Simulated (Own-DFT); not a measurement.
# Computed records: InAs (zincblende, strongly disordered by large displacements), GaP (zincblende, strongly disordered by large displacements)

A calculation, not a measurement: plane-wave PBE density functional theory by an unreviewed code, no spin, of a simulated periodic cell, stress positive in tension, free energy of the whole cell less one offset for each atom, forces on such cells passed a denser k mesh, this cell's mesh not checked; broken bonds can close the gap or carry spin, so checks made on this kind of crystal may not hold here; offsets are fitted by least squares, one for each functional and potential file, so energies compare only between cells with the same atoms and settings and are not formation energies; the far tail of each file's local potential was reset to the Coulomb form; each entry is a single point on an unrelaxed cell, so the pressure reflects the starting lattice, mostly measured values (interpolated for alloys), from which strain is counted, and rises with the displacements; printed positions are rounded, which can move forces by about a meV/angstrom; the program, named Own-DFT, is a retired in-house code; no spin-orbit coupling. Program: Own-DFT development build.

Common to all runs: functional PBE; potential files PseudoDojo norm-conserving, scalar-relativistic, standard set; wave cutoff 42 hartree; occupations Fermi-Dirac; smearing width 0.1 eV; k mesh 3 x 3 x 3 centred on Gamma.

(1) 
```xyz
64
Lattice="12.1166 0.0000 0.0000 0.0000 12.1166 0.0000 0.0000 0.0000 12.1166" Properties=species:S:1:pos:R:3:force_x:R:1:force_y:R:1:force_z:R:1 formula=InAs hardware=one_NVIDIA_H200 free_energy_of_cell_above_offsets=33.742 pressure=15.15 stress_xx=-17.31 stress_yy=-14.87 stress_zz=-13.27 stress_yz=1.51 stress_xz=-0.96 stress_xy=0.69 wall_time=1248
In    11.6763    11.8211    12.0129      1.714      1.555     -1.569
In    11.6599     3.4351     2.9782      4.252     -3.471      4.515
In     2.7625    11.7448     2.3953     -1.867     -2.054      5.234
In     2.8375     3.0033     0.4760     -5.872     -4.579     -3.657
As     1.2969     1.1410     1.9408     -5.071      5.651     -2.457
As     1.5684     4.3645     4.2594     -1.211     -0.435       2.67
As     4.2949     1.2518     5.1310     -4.617      5.504     -4.139
As     4.4477     4.1506     1.3327      1.446      8.156     -0.912
In     0.0209    12.0652     5.7749      -4.48      3.009      2.332
In    12.0258     3.2574     9.7558       -1.2     -0.898     -2.227
In     3.4732     0.0988     9.4523      -3.66     -3.413     -2.873
In     3.0264     3.3696     6.4608     -3.047     -3.764     -4.118
As     0.7979     0.8005     8.3717      0.672      0.259      0.003
As     1.7450     4.5509    10.3156     -2.446     -2.562        7.6
As     4.8797     1.6173    10.1385     -0.193      1.268       8.46
As     4.2962     4.5248     7.8881      8.242      -0.55     -1.612
In    11.8150     6.2873    11.6982      3.022     -6.898      2.164
In     0.5335     9.0331     3.2229     -0.123     -0.114      4.192
In     2.9218     5.6548     2.7390      0.469      3.254     -0.698
In     4.2150     9.0407    11.5258     -0.068      5.371      5.252
As     1.4751     8.1736     1.2629      1.922     -2.309      -2.35
As     1.8718    11.0382     5.2043      1.169       2.57     -5.236
As     4.9980     8.0452     4.3246     -6.182     -4.813      3.244
As     4.5563    11.0402     1.4760      4.194     -7.323     -0.322
In    11.8546     6.3216     5.9352      6.891     -2.798      2.428
In    11.8003     8.3341     8.2549     -4.952        2.7      2.968
In     2.8100     5.7308     8.8780     -1.819      5.409     -2.025
In     3.0148     9.3088     5.7928      3.423     -7.075      1.488
As     1.6632     7.5296     7.6078      3.939     -0.556     -3.201
As     1.8036    10.7067    10.3952     -1.908     -0.813      0.431
As     3.8995     7.4580    10.0980      1.394      -2.85     -2.675
As     4.3965    10.6746     7.3396     -2.588     -4.007      6.494
In     5.6145     0.4789     0.2872      2.474      2.951     -3.577
In     5.9350     2.9192     2.2687      3.308     -1.482       5.92
In     8.8601    11.8004     3.0173      1.987      0.171     -0.697
In     9.1525     3.1924    11.7941      0.783     -4.349       1.45
As     7.5193     1.3457     1.7164      2.589     -0.434     -1.873
As     7.4665     4.3714     4.4145     -0.256      0.901      0.039
As    10.6531     1.2282     4.1563     -0.434      1.413      0.771
As    10.3338     4.2279     1.4762     -2.484      4.748     -3.291
In     5.5912    11.9211     6.0627      8.833     -0.244     -1.349
In     5.8860     2.5922     8.5014      -0.93      6.969     -1.338
In     9.0157    11.8438     8.8901     -3.618      1.512      3.092
In     9.0411     2.8491     6.1510      0.648      0.724     -1.186
As     7.3972     1.4260     7.5222      5.163     -4.385     -3.425
As     7.8736     4.6665    10.6505     -8.346     -0.366      1.101
As    10.3425     1.5368    10.1336     -0.118     -0.943      1.708
As    10.4620     5.1796     7.4608     -1.014     -3.237      0.669
In     6.1483     6.2878     0.2796     -2.644     -1.792     -2.325
In     6.2276     9.3287     3.1065      3.185      3.199     -5.255
In     9.0990     6.5078     2.9774      0.801     -5.541      2.256
In     9.0319     9.6349     0.2390      1.888     -2.822      1.878
As     7.8588     7.3520     1.4307     -1.923      5.453     -3.064
As     7.7417    10.4551     4.6582     -0.777      0.606      1.659
As    10.5171     7.2893     4.5504     -1.197      5.783     -1.981
As    11.1665    10.2860     1.7576     -3.019      0.932     -0.044
In     6.0452     6.5422     6.0919     -2.611     -6.421     -3.851
In     6.3589     8.7985     9.3723     -1.082      1.507      2.286
In     9.3851     5.7231     9.5360      4.005        4.3     -2.367
In     9.2968     9.0788     6.1868     -1.198     -2.167     -0.982
As     7.0815     7.9857     7.3099      4.746      3.643      2.097
As     7.5801    11.0010    11.1942     -1.997      1.433     -3.092
As    11.0498     8.2524    11.2554     -2.309      6.001       -3.1
As    10.3689    10.8509     7.3824      4.101     -1.487     -1.535
```

Units: free_energy_of_cell_above_offsets in eV; pressure, stress_xx, stress_yy, stress_zz, stress_yz, stress_xz, stress_xy in GPa; wall_time in s; force_x, force_y, force_z in eV/Å.

(2) 
```xyz
64
Lattice="10.9010 0.0000 0.0000 0.0000 10.9010 0.0000 0.0000 0.0000 10.9010" Properties=species:S:1:pos:R:3:force_x:R:1:force_y:R:1:force_z:R:1 formula=GaP hardware=one_NVIDIA_H100 free_energy_of_cell_above_offsets=45.073 pressure=20.79 stress_xx=-18.19 stress_yy=-22.98 stress_zz=-21.21 stress_yz=1.67 stress_xz=0.71 stress_xy=-1.28 wall_time=600.2
Ga    10.6821     0.3120     0.5759     -9.783     -7.564     -3.671
Ga    10.6872     2.1352     3.5115      4.466      4.307     -2.632
Ga     2.7116    10.2538     2.8849      -0.69      3.973      1.635
Ga     2.6289     2.8829    10.8634      4.647     -7.543      2.246
P      1.2235     1.3254     0.9429      9.539      5.394      5.249
P      1.4484     4.2717     4.0097     -0.025     -1.732      1.252
P      4.2890     1.4937     4.0869     -6.659      3.985     -6.431
P      3.6399     3.8080     1.3706      7.389     -1.017     -0.171
Ga    10.7400     0.2984     5.8866     -0.398     -1.013     -2.434
Ga    10.5116     2.1120     8.3743      7.763      6.928     -8.577
Ga     2.2410    10.7724     8.3948      7.503      9.037     -6.649
Ga     2.4222     2.9838     6.1900      9.858       8.06     -4.708
P      1.0542     1.8790     6.6484     -7.099     -7.199      4.274
P      1.3295     3.8630    10.0414     -9.223      7.401     -7.144
P      3.7067     1.5146     9.6199      3.292     -2.587     -1.978
P      4.4941     3.9606     6.9160     -2.116     -0.465       0.68
Ga     0.1231     5.2703     0.7582       7.01      8.336     -4.585
Ga     0.7564     8.1536     2.8230     -7.103      1.905      1.373
Ga     3.2731     5.1831     2.6982     -1.842      4.837      5.329
Ga     2.7844     7.8540    10.7122     -1.338      1.728      1.332
P      1.4888     6.7203     1.9665      5.334      -8.75     -7.082
P      0.8281     9.7576     3.8659      0.053      6.642      5.088
P      4.3792     6.7207     4.3772     -7.002      7.066     -8.165
P      4.0179     9.4884     1.5113      1.069      1.257     -5.394
Ga     0.3371     5.4396     5.6659     -1.355       0.65     -1.249
Ga     0.3521     7.7059     8.0661     -6.861      6.296      4.226
Ga     2.1830     5.2239     8.2551      4.872     -9.889      7.552
Ga     2.2380     8.2429     5.1959      1.077     -0.914      0.978
P      1.6175     6.6026     7.2237      2.515      4.539     -12.57
P      1.3228     9.4888     9.2674     -6.467     -9.079      6.985
P      4.1862     6.9094     9.2074      -5.49      2.115     -3.619
P      4.0103     9.3499     6.2755     -0.046       2.25      0.485
Ga     5.6635    10.8689    10.5648     -2.275      2.271      1.899
Ga     5.8928     2.7279     2.6743     -7.225     -7.272     -8.104
Ga     8.6189     0.3907     2.5088      0.992     -8.912     -5.201
Ga     8.1590     2.6662    10.8797      0.808      4.757     -1.589
P      7.4575     1.4607     1.4624     -8.744      2.292     -3.314
P      6.7422     3.7505     3.9222      2.702      7.034      9.992
P      9.1523     0.9599     4.1627      1.345      2.228      12.15
P      9.8355     3.9888     1.2776     -9.041     -8.593      4.868
Ga     5.4358     0.5724     5.2332      5.822     -5.971      6.128
Ga     5.7311     2.7503     8.5529     -1.337     -1.665     -1.545
Ga     8.5912    10.3702     7.9182     -6.729      6.777      8.697
Ga     7.7315     2.6682     5.5714      4.986          9     -5.869
P      7.2798     1.2759     6.6586     -4.767     -9.152      8.135
P      6.9698     4.2297     9.5628     -1.817     -0.794      3.121
P      9.4087     1.4805     9.6359     -6.441     -7.542      7.054
P      9.6430     4.2362     6.8101     -1.841     -1.358      0.509
Ga     4.9126     5.7666    10.5293      5.399     -6.072      7.056
Ga     4.7813     7.8275     2.4370      4.005     -2.953      1.023
Ga     8.0539     4.8792     2.8016       3.65      3.947     -2.781
Ga     8.2558     8.5009     0.2644     -7.085     -6.471     -8.826
P      6.7725     6.6291     1.1059     -1.134      0.002      0.866
P      7.0663     9.6149     3.2894     -0.767      -0.91      1.682
P      9.4862     7.1461     4.1204      -0.01     -1.497      0.406
P      9.3479     9.2690     1.5061      8.528      5.298      8.109
Ga     5.2042     5.5629     5.5189      6.023     -7.096      6.802
Ga     5.1353     8.2066     7.9010       -2.5      6.257      1.536
Ga     8.0521     5.4910     8.2709      2.729      2.288     -2.291
Ga     7.7541     8.3575     5.5370      0.847      0.334     -2.377
P      6.4357     7.0984     6.9698      6.198     -5.282     -3.047
P      7.0863     9.6936     9.5182      0.115     -2.184     -1.745
P      9.8490     6.7175     9.5347      -1.71      0.048      1.484
P      9.5916     9.5217     6.6518      6.384     -7.763     -6.464
```

Units: free_energy_of_cell_above_offsets in eV; pressure, stress_xx, stress_yy, stress_zz, stress_yz, stress_xz, stress_xy in GPa; wall_time in s; force_x, force_y, force_z in eV/Å.
